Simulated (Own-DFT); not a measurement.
# Strain and stress in wurtzite AlN, 128 atoms (Al64N64)

All numbers below are calculated, not measured. They come from Own-DFT, an in-house plane-wave density functional program, since retired, whose code no person has reviewed. Each row is one single-point run on a periodic cell that was not relaxed, without spin or spin-orbit coupling.

Settings of every run: PBE; PseudoDojo norm-conserving scalar-relativistic files; cutoff 42 hartree; 3 x 3 x 3 k mesh centred on Gamma; Gaussian smearing of 0.01 eV.

Known limits: k mesh not checked against a denser one; stress not checked against mesh or cutoff.

Unstrained cell vectors in Å: (12.448, 0.000, 0.000); (-6.224, 10.780, 0.000); (0.000, 0.000, 9.964). The unstrained cell has measured lattice constants (interpolated for alloys), not those of this functional. That, the random moves and any unrelaxed bonds set the pressure at no strain. Each run strains this cell uniformly, with the atoms carried along. Every atom was also moved at random, by a Gaussian of width 0.05 Å on each axis. Strain is the symmetric tensor, in per cent. Stress is positive in tension, and the pressure is minus a third of its trace.

| run | e_xx (%) | e_yy (%) | e_zz (%) | e_yz (%) | e_xz (%) | e_xy (%) | s_xx (GPa) | s_yy (GPa) | s_zz (GPa) | s_yz (GPa) | s_xz (GPa) | s_xy (GPa) | P (GPa) | E (meV/atom) |
|---|---|---|---|---|---|---|---|---|---|---|---|---|---|---|
| 1 | -1.71 | 0.46 | 0.70 | -1.65 | 1.86 | -1.38 | -14.85 | -5.92 | -1.99 | -4.54 | 4.90 | -5.28 | 7.58 | 28.6 |
| 2 | 0.17 | -0.70 | -1.59 | 0.42 | -1.27 | 1.17 | -6.88 | -11.18 | -13.29 | 2.48 | -3.21 | 3.80 | 10.45 | 29.0 |
| 3 | -0.19 | 0.00 | 0.69 | -0.91 | -0.43 | 0.18 | -7.34 | -4.84 | -1.00 | -2.24 | -0.99 | 1.03 | 4.39 | 0.0 |
| 4 | 0.58 | -1.24 | -1.13 | -0.55 | 1.54 | 0.69 | -6.38 | -11.82 | -10.37 | -1.75 | 3.52 | 2.13 | 9.53 | 20.9 |
| 5 | -1.53 | -0.71 | -0.18 | 0.72 | 1.84 | 1.93 | -14.16 | -11.88 | -8.60 | 1.40 | 5.35 | 7.69 | 11.55 | 42.7 |
| 6 | 1.20 | -1.44 | -1.92 | -0.08 | 1.71 | 1.35 | -5.10 | -13.52 | -12.21 | -0.04 | 4.69 | 5.63 | 10.28 | 35.2 |
| 7 | -1.91 | -0.93 | -0.96 | 1.74 | -0.54 | 1.13 | -17.64 | -13.79 | -12.93 | 4.73 | -1.06 | 3.14 | 14.79 | 48.7 |
| 8 | -1.39 | 0.66 | 1.58 | 0.95 | 1.35 | 1.97 | -9.58 | -3.35 | 1.16 | 2.54 | 3.23 | 6.85 | 3.93 | 5.8 |
| 9 | 0.49 | -1.74 | -0.76 | -0.71 | 1.28 | -1.28 | -5.69 | -16.12 | -10.39 | -1.99 | 2.61 | -5.91 | 10.73 | 41.6 |
| 10 | 1.50 | -0.59 | 1.97 | -0.57 | 1.76 | 1.63 | 1.09 | -6.32 | 3.88 | -1.32 | 4.41 | 6.16 | 0.45 | 14.5 |
| 11 | -1.46 | 1.45 | -1.66 | 0.68 | 1.51 | 1.98 | -12.05 | -2.79 | -14.93 | 1.54 | 4.10 | 6.28 | 9.92 | 42.0 |
| 12 | 1.15 | -1.58 | -1.79 | -1.95 | -0.96 | -0.16 | -3.57 | -13.73 | -15.40 | -5.35 | -2.97 | 0.01 | 10.90 | 33.0 |
| 13 | -1.74 | 1.58 | 0.78 | -0.27 | 0.98 | 1.06 | -13.40 | -0.01 | -0.91 | -0.67 | 2.81 | 3.98 | 4.77 | 18.3 |
| 14 | -0.01 | -1.94 | -0.34 | 1.18 | -1.87 | -1.58 | -9.22 | -16.03 | -10.16 | 3.66 | -5.18 | -6.92 | 11.80 | 50.8 |
| 15 | 0.72 | 0.49 | -0.51 | 0.47 | 0.76 | -0.64 | -2.12 | -4.54 | -5.68 | 1.48 | 1.81 | -1.86 | 4.11 | 7.7 |
| 16 | -0.97 | 1.36 | -1.99 | -0.59 | 1.57 | 1.85 | ? | ? | ? | ? | ? | ? | ? | ? |

E is the free energy for each atom above the lowest run shown.

## Worked fit

Each stress component was fitted by least squares to a constant and the strains of the runs shown, as fractions, with shears doubled. Shear strains stay in the fit of a normal stress only where such slopes are resolved. The slopes, in GPa:

```
stress  at no strain  per e_xx  per e_yy  per e_zz  scatter
  s_xx          -6.4  479 ± 27  124 ± 30   63 ± 23     1.00
  s_yy          -6.5  109 ± 18  476 ± 21   86 ± 16     0.69
  s_zz          -5.1  114 ± 34  117 ± 39  470 ± 30     1.29
```

Each shear stress against twice its own strain: yz 139 ± 6, xz 129 ± 4, xy 194 ± 9 GPa. These are stiffnesses along x, y and z of the frame in which the cell vectors are given, which need not be the crystal's axes. The atoms are held to the strained lattice; where symmetry lets them move under strain, relaxing them would lower some slopes. The table should be nearly symmetric about its diagonal, and what it lacks of that shows the noise. A ninth of its sum, 227 ± 7 GPa, estimates the bulk modulus near the mean pressure of these runs, 8.3 GPa, so it lies above the value at zero pressure.

## Withheld run

Question: what normal stresses and pressure should run 16 give?

The fit gives s_xx = -10.6, s_yy = -2.8, s_zz = -14.0 and P = 9.1 GPa. The calculation gave -10.23, -2.63, -14.36 and P = 9.07 GPa.
